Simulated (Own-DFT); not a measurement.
# What a defect does to the pressure of its cell: C11b WSi2

No measurement is shown. These are fixed-geometry runs of a retired plane-wave code named Own-DFT, which no person has reviewed; spin and spin-orbit coupling are neglected.

Common settings: PBE; PseudoDojo norm-conserving scalar-relativistic files; cutoff 50 hartree; 5 x 5 x 5 k mesh centred on Gamma; cold (Marzari-Vanderbilt) smearing of 0.2 eV.

Caveats: forces on such cells failed a check on a denser k mesh; stress not checked against mesh or cutoff.

All runs share one cell, with vectors in Å (-2.148, -5.953, 3.409); (-6.444, 2.976, 1.136); (-2.553, -2.948, -6.757) and a volume of 403.2 Å³. u is the rms random offset of the atoms per axis. The defect's site can differ from row to row.

```
cell,formula,u (Å),P (GPa)
no defect,Si20W10,0.0203,4.45
no defect,Si20W10,0.0521,6.45
no defect,Si20W10,0.0543,6.36
one Si vacancy,Si19W10,0.0300,3.93
one Si vacancy,Si19W10,0.0301,2.94
one Si vacancy,Si19W10,0.0451,?
one Si vacancy,Si19W10,0.0506,4.08
one W vacancy,Si20W9,0.0272,3.72
one W vacancy,Si20W9,0.0348,4.07
one W vacancy,Si20W9,0.0459,4.30
one W on a Si site,Si19W11,0.0300,9.55
one W on a Si site,Si19W11,0.0437,10.69
one W on a Si site,Si19W11,0.0490,11.43
one Si on a W site,Si21W9,0.0290,6.24
one Si on a W site,Si21W9,0.0499,7.19
one Si on a W site,Si21W9,0.0533,7.52
```

## Analysis

P = P0 + c u² + a shift for each defect gives P0 = 4.34 GPa, c = 699 ± 115 GPa/Å² and a scatter of 0.37 GPa. The shifts, and each times the cell's volume:

- one W on a Si site: 5.01 ± 0.30 GPa, 12.6 eV
- one Si on a W site: 1.21 ± 0.30 GPa, 3.0 eV
- one W vacancy: -1.25 ± 0.31 GPa, -3.2 eV
- one Si vacancy: -1.70 ± 0.31 GPa, -4.3 eV

Positive is outwards. The product with the volume (160.2 GPa Å³ to the eV) is nearly free of the cell's size; divided by the bulk modulus at the cell's pressure it gives the volume that the defect adds. The atoms around the defects weren't relaxed, which would change these numbers.

## Withheld run

Question: what pressure belongs in the blank (one Si vacancy, u = 0.0451 Å)?

From the fit: 4.06 ± 0.43 GPa. The run itself gave 4.54 GPa.
